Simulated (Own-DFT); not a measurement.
## Calculated data, TiSi$_{2}$ (C49 TiSi2 crystal, atoms displaced)

Computed with Own-DFT development build. A calculation, not a measurement: plane-wave density functional theory by an unreviewed code, no spin, of a simulated periodic cell, stress positive in tension, run twice, with PBE and with PBEsol, both on files made for PBE, so the change isn't that of files made for PBEsol, forces on such cells moved up to 12 meV/angstrom on a denser k mesh; the far tail of each file's local potential was reset to the Coulomb form; each entry is a single point on an unrelaxed cell, so the pressure reflects the starting lattice, taken from the Materials Project, from which strain is counted, and rises with the displacements; printed positions are rounded, which can move forces by about a meV/angstrom; the program, named Own-DFT, is a retired in-house code; no spin-orbit coupling; stress was not checked against mesh or cutoff.

Settings shared by all entries: functional PBE, then PBEsol; potential files PseudoDojo norm-conserving, scalar-relativistic, standard set; wave cutoff 42 hartree; occupations cold (Marzari-Vanderbilt); smearing width 0.2 eV; k mesh 4 x 4 x 4 centred on Gamma.

(1) TiSi$_{2}$ (C49 TiSi2 crystal, atoms displaced)

```
TiSi2
1.0
      5.2953    -6.7593     3.5652
      7.0604     0.0000    -7.1303
      5.2953     6.7593     3.5652
Ti Si Ti Si Ti Si Ti Si Ti Si Ti Si Ti Si Ti Si Ti Si Ti Si
2 4 2 4 2 4 2 4 2 4 2 4 2 4 2 4 2 4 2 4
Direct
  0.94474 0.92147 0.15283
  0.85588 0.87454 0.64382
  0.60890 0.92348 0.49185
  0.19354 0.87367 0.30661
  0.89611 0.02620 0.40183
  0.89796 0.77617 0.39996
  0.94718 0.42470 0.15447
  0.85777 0.37215 0.65046
  0.60376 0.42614 0.49177
  0.19160 0.37221 0.30730
  0.89868 0.52541 0.39706
  0.89979 0.27639 0.40089
  0.74551 0.72811 0.95412
  0.65143 0.67731 0.44664
  0.40985 0.72214 0.29172
  0.99016 0.67269 0.10916
  0.69902 0.82412 0.19983
  0.69955 0.57390 0.19620
  0.54611 0.02202 0.75193
  0.45219 0.97346 0.24242
  0.20692 0.02605 0.09276
  0.79171 0.97306 0.91048
  0.49988 0.12583 0.00037
  0.49829 0.87653 0.99831
  0.74737 0.22256 0.95367
  0.65462 0.17775 0.44664
  0.40748 0.22590 0.28997
  0.98960 0.17584 0.10870
  0.70119 0.32531 0.20361
  0.69807 0.07660 0.20000
  0.55044 0.52610 0.75036
  0.45374 0.47653 0.24749
  0.20771 0.52707 0.09233
  0.78935 0.47109 0.91144
  0.50121 0.62666 0.00298
  0.50015 0.37453 0.99926
  0.34415 0.82663 0.55243
  0.25332 0.77466 0.04590
  0.01270 0.82424 0.89015
  0.59414 0.77148 0.71184
  0.29626 0.92297 0.79863
  0.29790 0.67861 0.80256
  0.35369 0.32307 0.55305
  0.25551 0.27474 0.04778
  0.01097 0.32419 0.89229
  0.59472 0.27564 0.71090
  0.30295 0.42670 0.80349
  0.30194 0.17177 0.80387
  0.14491 0.62514 0.35447
  0.05053 0.57314 0.84514
  0.80946 0.62447 0.69199
  0.39309 0.57574 0.50415
  0.09841 0.72594 0.59992
  0.09596 0.47333 0.59838
  0.14641 0.12488 0.35290
  0.05206 0.07360 0.84615
  0.80717 0.12570 0.69652
  0.38680 0.07294 0.51051
  0.10531 0.22302 0.60153
  0.09481 0.97159 0.59896
```

```
PBE pressure                                      : 2 GPa
PBE stress xx                                     : -1.95 GPa
PBE stress yy                                     : -1.89 GPa
PBE stress zz                                     : -2.15 GPa
PBE stress yz                                     : 0.09 GPa
PBE stress xz                                     : -0.06 GPa
PBE stress xy                                     : 0.08 GPa
PBEsol pressure                                   : -1.33 GPa
PBEsol stress xx                                  : 1.47 GPa
PBEsol stress yy                                  : 1.68 GPa
PBEsol stress zz                                  : 0.83 GPa
PBEsol stress yz                                  : 0.1 GPa
PBEsol stress xz                                  : -0.06 GPa
PBEsol stress xy                                  : 0.07 GPa
rms change of force components from PBE to PBEsol : 0.018 eV/Å
```

Force:
```csv
force element,PBE force x (eV/Å),PBE force y (eV/Å),PBE force z (eV/Å),PBEsol force x (eV/Å),PBEsol force y (eV/Å),PBEsol force z (eV/Å)
Ti,0.517,-0.123,-0.154,0.51,-0.138,-0.154
Ti,0.031,0.841,-0.032,0.031,0.842,-0.03
Si,0.061,0.055,-0.372,0.06,0.008,-0.368
Si,-0.07,0.31,-0.108,-0.069,0.362,-0.105
Si,-0.033,-0.326,-0.056,-0.034,-0.318,-0.056
Si,-0.089,-0.148,0.083,-0.086,-0.147,0.084
Ti,-0.139,-0.106,-0.021,-0.137,-0.115,-0.021
Ti,-0.329,0.116,-0.557,-0.324,0.132,-0.551
Si,0.428,-0.503,0.54,0.419,-0.552,0.542
Si,0.381,0.239,-0.18,0.374,0.291,-0.182
Si,0.171,0.257,0.049,0.171,0.251,0.045
Si,0.064,-0.063,0.241,0.065,-0.063,0.246
Ti,-0.318,-0.278,0.486,-0.316,-0.285,0.483
Ti,-0.154,-0.144,0.361,-0.155,-0.124,0.356
Si,0.079,-0.282,-0.556,0.078,-0.339,-0.558
Si,0.084,0.043,-0.255,0.083,0.097,-0.261
Si,0.049,0.067,-0.089,0.047,0.066,-0.091
Si,0.333,0.155,0.03,0.335,0.151,0.031
Ti,0.337,-0.021,-0.098,0.336,-0.033,-0.097
Ti,0.476,0.398,0.107,0.468,0.409,0.106
Si,-0.193,-0.18,-0.029,-0.189,-0.235,-0.029
Si,-0.052,0.022,-0.09,-0.051,0.074,-0.083
Si,-0.063,-0.088,0.136,-0.061,-0.085,0.139
Si,-0.003,-0.061,0.054,-0.001,-0.061,0.054
Ti,0.154,0.137,-0.058,0.151,0.118,-0.06
Ti,-0.322,0.345,0.228,-0.317,0.352,0.224
Si,0.096,-0.095,0.535,0.096,-0.145,0.538
Si,-0.069,0.144,0.271,-0.068,0.198,0.268
Si,-0.251,-0.087,-0.095,-0.252,-0.082,-0.095
Si,-0.065,-0.087,0.189,-0.067,-0.087,0.189
Ti,-0.166,0.588,0.071,-0.166,0.566,0.074
Ti,-0.394,-0.089,0.071,-0.386,-0.073,0.072
Si,-0.173,-0.174,0.22,-0.169,-0.227,0.222
Si,0.28,-0.152,-0.313,0.275,-0.107,-0.312
Si,-0.356,-0.104,-0.123,-0.358,-0.1,-0.126
Si,0.274,-0.079,0.005,0.278,-0.077,0.01
Ti,-0.035,-0.122,0.448,-0.035,-0.135,0.445
Ti,0.203,0.233,0.04,0.202,0.242,0.039
Si,-0.26,0.183,-0.069,-0.256,0.136,-0.069
Si,-0.115,0.081,-0.676,-0.114,0.133,-0.676
Si,0.323,-0.1,-0.13,0.324,-0.099,-0.134
Si,-0.408,-0.352,0.319,-0.406,-0.347,0.32
Ti,-0.255,0.59,-0.315,-0.254,0.562,-0.313
Ti,-0.157,0.127,-0.23,-0.155,0.138,-0.226
Si,-0.043,-0.056,0.018,-0.043,-0.11,0.013
Si,-0.269,0.218,-0.14,-0.264,0.269,-0.144
Si,-0.423,-0.136,-0.241,-0.431,-0.132,-0.244
Si,-0.048,-0.175,-0.33,-0.045,-0.172,-0.33
Ti,-0.132,-0.258,0.082,-0.133,-0.274,0.078
Ti,0.497,-0.053,0.119,0.495,-0.04,0.119
Si,-0.143,-0.106,0.152,-0.142,-0.157,0.157
Si,0.125,0.745,0.071,0.124,0.799,0.07
Si,-0.191,-0.098,0.302,-0.196,-0.096,0.304
Si,0.411,-0.307,0.212,0.416,-0.3,0.21
Ti,-0.163,0.018,0.083,-0.16,-0.003,0.083
Ti,0.286,-0.001,0.044,0.283,0.013,0.043
Si,-0.326,-0.443,0.096,-0.318,-0.498,0.099
Si,0.224,-0.307,-0.068,0.221,-0.257,-0.069
Si,-0.144,0.113,-0.104,-0.152,0.114,-0.103
Si,0.468,-0.318,-0.175,0.469,-0.314,-0.177
```

(2) TiSi$_{2}$ (C49 TiSi2 crystal, atoms displaced)

```
TiSi2
1.0
      5.2953    -6.7593     3.5652
      7.0604     0.0000    -7.1303
      5.2953     6.7593     3.5652
Ti Si Ti Si Ti Si Ti Si Ti Si Ti Si Ti Si Ti Si Ti Si Ti Si
2 4 2 4 2 4 2 4 2 4 2 4 2 4 2 4 2 4 2 4
Direct
  0.94798 0.92448 0.15559
  0.85368 0.87765 0.64433
  0.60991 0.92719 0.49116
  0.18876 0.87696 0.30546
  0.90087 0.02126 0.39832
  0.90286 0.77962 0.39748
  0.94436 0.42585 0.15375
  0.85362 0.37635 0.64731
  0.61305 0.42374 0.49156
  0.19538 0.37748 0.30536
  0.90041 0.52584 0.40253
  0.89890 0.27175 0.39812
  0.74600 0.72511 0.95416
  0.65326 0.67665 0.45011
  0.40578 0.72384 0.29524
  0.99247 0.67526 0.10505
  0.70158 0.82713 0.19761
  0.70392 0.57482 0.20289
  0.54380 0.02738 0.75263
  0.45311 0.97451 0.24956
  0.20802 0.02602 0.09167
  0.79249 0.97481 0.91060
  0.50116 0.12327 0.00508
  0.50192 0.87708 0.99680
  0.74499 0.22708 0.94896
  0.65080 0.18139 0.44234
  0.41136 0.22696 0.29070
  0.99163 0.17375 0.10537
  0.69906 0.32255 0.19843
  0.69869 0.07504 0.20054
  0.54512 0.52616 0.75721
  0.45215 0.46985 0.24819
  0.20814 0.52259 0.09118
  0.79213 0.47699 0.90752
  0.49949 0.62408 0.00277
  0.50253 0.37273 0.00169
  0.34492 0.82637 0.55051
  0.25650 0.77392 0.04370
  0.00982 0.82392 0.89071
  0.58895 0.77714 0.70493
  0.30293 0.92608 0.80027
  0.30269 0.67379 0.79916
  0.34788 0.32473 0.55261
  0.25047 0.27481 0.04580
  0.00803 0.32553 0.89136
  0.59262 0.27413 0.71011
  0.29539 0.42694 0.80227
  0.29975 0.17022 0.80273
  0.14626 0.62382 0.35319
  0.05085 0.57552 0.84947
  0.80909 0.62455 0.69316
  0.39088 0.57506 0.50846
  0.10095 0.72088 0.60369
  0.09804 0.47604 0.59706
  0.14780 0.12451 0.35227
  0.05474 0.07429 0.84504
  0.80887 0.12380 0.69355
  0.38959 0.07703 0.50681
  0.10116 0.22521 0.60194
  0.10326 0.97287 0.59954
```

```
PBE pressure                                      : 2.05 GPa
PBE stress xx                                     : -1.81 GPa
PBE stress yy                                     : -2.03 GPa
PBE stress zz                                     : -2.31 GPa
PBE stress yz                                     : -0.18 GPa
PBE stress xz                                     : -0.04 GPa
PBE stress xy                                     : 0.03 GPa
PBEsol pressure                                   : -1.28 GPa
PBEsol stress xx                                  : 1.61 GPa
PBEsol stress yy                                  : 1.55 GPa
PBEsol stress zz                                  : 0.67 GPa
PBEsol stress yz                                  : -0.19 GPa
PBEsol stress xz                                  : -0.05 GPa
PBEsol stress xy                                  : 0.03 GPa
rms change of force components from PBE to PBEsol : 0.018 eV/Å
```

Force:
```csv
force element,PBE force x (eV/Å),PBE force y (eV/Å),PBE force z (eV/Å),PBEsol force x (eV/Å),PBEsol force y (eV/Å),PBEsol force z (eV/Å)
Ti,-0.335,-0.322,-0.342,-0.33,-0.328,-0.337
Ti,-0.081,0.25,0.396,-0.082,0.26,0.395
Si,-0.009,-0.094,-0.207,-0.009,-0.146,-0.209
Si,0.092,0.134,0.49,0.092,0.188,0.489
Si,0.505,0.176,-0.325,0.508,0.173,-0.325
Si,-0.384,0.299,0.472,-0.386,0.292,0.476
Ti,0.038,-0.294,0.221,0.039,-0.312,0.215
Ti,-0.168,0.005,0.17,-0.164,0.022,0.167
Si,0.096,0.181,-0.501,0.092,0.131,-0.498
Si,-0.339,0.584,0.343,-0.332,0.636,0.347
Si,-0.201,-0.036,-0.07,-0.201,-0.035,-0.069
Si,0.384,-0.071,-0.051,0.385,-0.071,-0.054
Ti,-0.027,-0.201,-0.123,-0.025,-0.214,-0.117
Ti,-0.231,-0.263,-0.063,-0.227,-0.242,-0.063
Si,-0.076,-0.455,-0.154,-0.073,-0.505,-0.158
Si,0.159,0.328,0.198,0.154,0.381,0.199
Si,-0.137,0.354,0.234,-0.138,0.348,0.234
Si,-0.246,0.189,-0.219,-0.249,0.182,-0.217
Ti,0.131,-0.362,0.306,0.13,-0.368,0.305
Ti,-0.156,-0.222,-0.133,-0.152,-0.207,-0.136
Si,-0.113,-0.355,0.167,-0.11,-0.409,0.166
Si,-0.147,0.075,-0.074,-0.144,0.126,-0.073
Si,-0.192,-0.105,-0.373,-0.194,-0.103,-0.378
Si,-0.07,0.258,0.294,-0.075,0.253,0.297
Ti,0.265,0.187,0.519,0.262,0.174,0.515
Ti,-0.072,0.167,1.058,-0.075,0.178,1.046
Si,-0.538,0.028,0.1,-0.528,-0.023,0.101
Si,0.159,0.346,-0.155,0.157,0.398,-0.153
Si,0.327,-0.077,-0.158,0.332,-0.072,-0.158
Si,0.106,-0.175,0.076,0.11,-0.172,0.079
Ti,-0.3,-0.46,0.045,-0.296,-0.471,0.046
Ti,0.68,-0.232,-0.463,0.667,-0.21,-0.455
Si,0.189,-0.326,-0.346,0.185,-0.38,-0.349
Si,-0.09,0.334,0.2,-0.088,0.387,0.201
Si,0.104,-0.052,0.069,0.103,-0.051,0.066
Si,-0.195,0.075,-0.384,-0.198,0.07,-0.389
Ti,0.079,-0.021,0.197,0.078,-0.038,0.197
Ti,0.117,0.547,-0.061,0.113,0.559,-0.064
Si,0.095,-0.173,-0.281,0.093,-0.228,-0.282
Si,0.23,0.173,0.356,0.225,0.222,0.358
Si,-0.397,0.098,0.069,-0.402,0.098,0.072
Si,0.091,0.15,-0.133,0.1,0.146,-0.133
Ti,0.137,0.289,-0.065,0.132,0.265,-0.066
Ti,0.26,-0.037,0.256,0.26,-0.018,0.254
Si,-0.106,-0.139,-0.021,-0.104,-0.192,-0.024
Si,-0.088,0.102,-0.472,-0.086,0.156,-0.471
Si,-0.129,-0.277,0.315,-0.131,-0.271,0.321
Si,0.373,-0.199,-0.47,0.379,-0.197,-0.471
Ti,0.169,-0.12,-0.216,0.17,-0.133,-0.212
Ti,-0.104,-0.379,0.053,-0.103,-0.361,0.053
Si,0.056,-0.125,-0.454,0.056,-0.176,-0.455
Si,0.065,0.118,0.384,0.063,0.17,0.39
Si,0.072,-0.079,-0.414,0.072,-0.077,-0.42
Si,0.12,0.019,0.383,0.118,0.016,0.386
Ti,0.041,0.069,-0.273,0.035,0.05,-0.267
Ti,0.025,0.322,0.048,0.028,0.333,0.048
Si,-0.07,-0.264,-0.329,-0.067,-0.317,-0.327
Si,0.068,0.059,0.211,0.066,0.11,0.209
Si,-0.204,-0.098,-0.08,-0.206,-0.095,-0.08
Si,-0.029,0.099,-0.221,-0.031,0.096,-0.222
```

(3) TiSi$_{2}$ (C49 TiSi2 crystal, atoms displaced)

```
TiSi2
1.0
      5.2953    -6.7593     3.5652
      7.0604     0.0000    -7.1303
      5.2953     6.7593     3.5652
Ti Si Ti Si Ti Si Ti Si Ti Si Ti Si Ti Si Ti Si Ti Si Ti Si
2 4 2 4 2 4 2 4 2 4 2 4 2 4 2 4 2 4 2 4
Direct
  0.94437 0.92474 0.15197
  0.85552 0.87398 0.64771
  0.61021 0.92399 0.49210
  0.19050 0.87652 0.30748
  0.89922 0.02246 0.40018
  0.89772 0.77774 0.39908
  0.94514 0.42749 0.15299
  0.85460 0.37504 0.64878
  0.61094 0.42557 0.49236
  0.19275 0.37398 0.30408
  0.89647 0.52512 0.39733
  0.90200 0.27615 0.39967
  0.74856 0.72961 0.95464
  0.65282 0.67613 0.44705
  0.40911 0.72572 0.28885
  0.99310 0.67184 0.10589
  0.70116 0.82213 0.20242
  0.70059 0.57702 0.20268
  0.54905 0.02565 0.75750
  0.45132 0.97929 0.24952
  0.20850 0.02787 0.09007
  0.79297 0.97716 0.90684
  0.50108 0.12490 0.00115
  0.49896 0.87292 0.99962
  0.74709 0.22762 0.95291
  0.65173 0.17340 0.44627
  0.40892 0.22298 0.28978
  0.99368 0.17607 0.10449
  0.69963 0.32356 0.20307
  0.69680 0.07217 0.20235
  0.54784 0.52367 0.75423
  0.45037 0.47500 0.24662
  0.20774 0.52599 0.09126
  0.79755 0.47495 0.90798
  0.50064 0.62494 0.00407
  0.49961 0.37549 0.99996
  0.34642 0.82835 0.55505
  0.25389 0.77653 0.04694
  0.00885 0.82255 0.89289
  0.59338 0.77252 0.70529
  0.29938 0.92582 0.80347
  0.29897 0.67351 0.79893
  0.34798 0.32321 0.55720
  0.25590 0.27413 0.04851
  0.01284 0.32315 0.89430
  0.58948 0.27536 0.70995
  0.30208 0.42574 0.80157
  0.29823 0.17392 0.79910
  0.14546 0.62077 0.35590
  0.05025 0.57847 0.84579
  0.81003 0.62588 0.69217
  0.39290 0.57864 0.50602
  0.09771 0.72670 0.59810
  0.10233 0.47378 0.60035
  0.14654 0.12310 0.34913
  0.05073 0.07336 0.84748
  0.80800 0.12737 0.69237
  0.39338 0.07436 0.50763
  0.10124 0.22664 0.59684
  0.10071 0.97694 0.59997
```

```
PBE pressure                                      : 2.05 GPa
PBE stress xx                                     : -1.84 GPa
PBE stress yy                                     : -2.01 GPa
PBE stress zz                                     : -2.29 GPa
PBE stress yz                                     : -0.1 GPa
PBE stress xz                                     : -0.03 GPa
PBE stress xy                                     : 0.04 GPa
PBEsol pressure                                   : -1.28 GPa
PBEsol stress xx                                  : 1.58 GPa
PBEsol stress yy                                  : 1.57 GPa
PBEsol stress zz                                  : 0.69 GPa
PBEsol stress yz                                  : -0.11 GPa
PBEsol stress xz                                  : -0.04 GPa
PBEsol stress xy                                  : 0.04 GPa
rms change of force components from PBE to PBEsol : 0.019 eV/Å
```

Force:
```csv
force element,PBE force x (eV/Å),PBE force y (eV/Å),PBE force z (eV/Å),PBEsol force x (eV/Å),PBEsol force y (eV/Å),PBEsol force z (eV/Å)
Ti,0.183,-0.105,0.137,0.181,-0.117,0.136
Ti,0.003,0.183,-0.309,0,0.195,-0.305
Si,0.068,-0.111,-0.143,0.067,-0.164,-0.145
Si,-0.2,0.09,0.311,-0.195,0.139,0.306
Si,0.279,-0.041,-0.247,0.283,-0.041,-0.252
Si,-0.063,-0.138,0.406,-0.066,-0.136,0.412
Ti,-0.16,-0.069,0.391,-0.155,-0.084,0.389
Ti,-0.055,-0.097,-0.047,-0.054,-0.079,-0.046
Si,-0.214,0,-0.048,-0.21,-0.048,-0.046
Si,0.139,0.408,0.27,0.137,0.459,0.268
Si,0.464,0.085,0.303,0.474,0.083,0.305
Si,-0.233,0.092,0.078,-0.237,0.089,0.081
Ti,-0.615,0.115,0.214,-0.605,0.096,0.216
Ti,-0.052,0.102,0.109,-0.051,0.114,0.108
Si,0.161,0.005,-0.13,0.158,-0.048,-0.132
Si,0.436,0.48,-0.247,0.427,0.536,-0.249
Si,-0.022,0.057,-0.471,-0.022,0.054,-0.475
Si,-0.453,-0.088,-0.001,-0.457,-0.088,0.002
Ti,-0.551,-0.129,-0.135,-0.546,-0.142,-0.136
Ti,-0.602,-0.289,0.466,-0.591,-0.269,0.459
Si,-0.179,-0.166,0.396,-0.174,-0.217,0.398
Si,0.057,0.227,0.163,0.058,0.278,0.167
Si,-0.066,0.041,-0.039,-0.071,0.041,-0.042
Si,0.377,-0.029,-0.066,0.381,-0.032,-0.067
Ti,-0.082,0.131,0.2,-0.085,0.11,0.199
Ti,0.388,0.038,0.009,0.379,0.052,0.008
Si,0.391,-0.018,-0.171,0.382,-0.072,-0.168
Si,-0.033,0.652,0.156,-0.034,0.71,0.159
Si,-0.08,-0.095,-0.145,-0.08,-0.093,-0.146
Si,0.203,-0.347,-0.159,0.205,-0.341,-0.157
Ti,0.143,-0.026,-0.137,0.137,-0.041,-0.135
Ti,0.263,-0.082,0.229,0.26,-0.068,0.223
Si,-0.062,-0.378,0.074,-0.059,-0.432,0.077
Si,-0.11,0.369,-0.339,-0.108,0.42,-0.335
Si,-0.216,-0.204,-0.101,-0.221,-0.199,-0.102
Si,0.146,-0.054,0.142,0.147,-0.054,0.144
Ti,-0.377,-0.156,0.162,-0.374,-0.173,0.161
Ti,-0.185,0.202,0.071,-0.185,0.213,0.072
Si,0.224,-0.192,-0.389,0.22,-0.242,-0.391
Si,0.368,0.5,-0.101,0.362,0.554,-0.102
Si,-0.194,-0.168,0,-0.201,-0.163,0.002
Si,0.26,-0.052,-0.108,0.266,-0.053,-0.112
Ti,-0.162,-0.361,-0.485,-0.16,-0.368,-0.482
Ti,-0.082,0.023,-0.324,-0.079,0.043,-0.317
Si,-0.084,-0.405,-0.542,-0.085,-0.459,-0.545
Si,0.126,0.02,0.076,0.125,0.073,0.075
Si,-0.22,0.131,-0.03,-0.225,0.127,-0.024
Si,0.234,0,0.066,0.24,-0.003,0.063
Ti,0.214,-0.358,-0.518,0.21,-0.374,-0.515
Ti,-0.057,-0.264,0.619,-0.055,-0.241,0.613
Si,-0.195,-0.21,0.011,-0.191,-0.266,0.013
Si,-0.117,0.286,0.374,-0.115,0.338,0.375
Si,0.093,-0.05,0.195,0.092,-0.046,0.194
Si,0.018,0.116,-0.191,0.017,0.112,-0.198
Ti,0.458,0.314,-0.051,0.456,0.292,-0.047
Ti,0.216,-0.288,-0.091,0.217,-0.269,-0.09
Si,-0.183,-0.227,0.005,-0.179,-0.278,0.004
Si,0.135,0.308,-0.076,0.132,0.356,-0.075
Si,-0.057,0.229,0.161,-0.054,0.226,0.161
Si,-0.088,-0.006,0.045,-0.088,-0.007,0.05
```
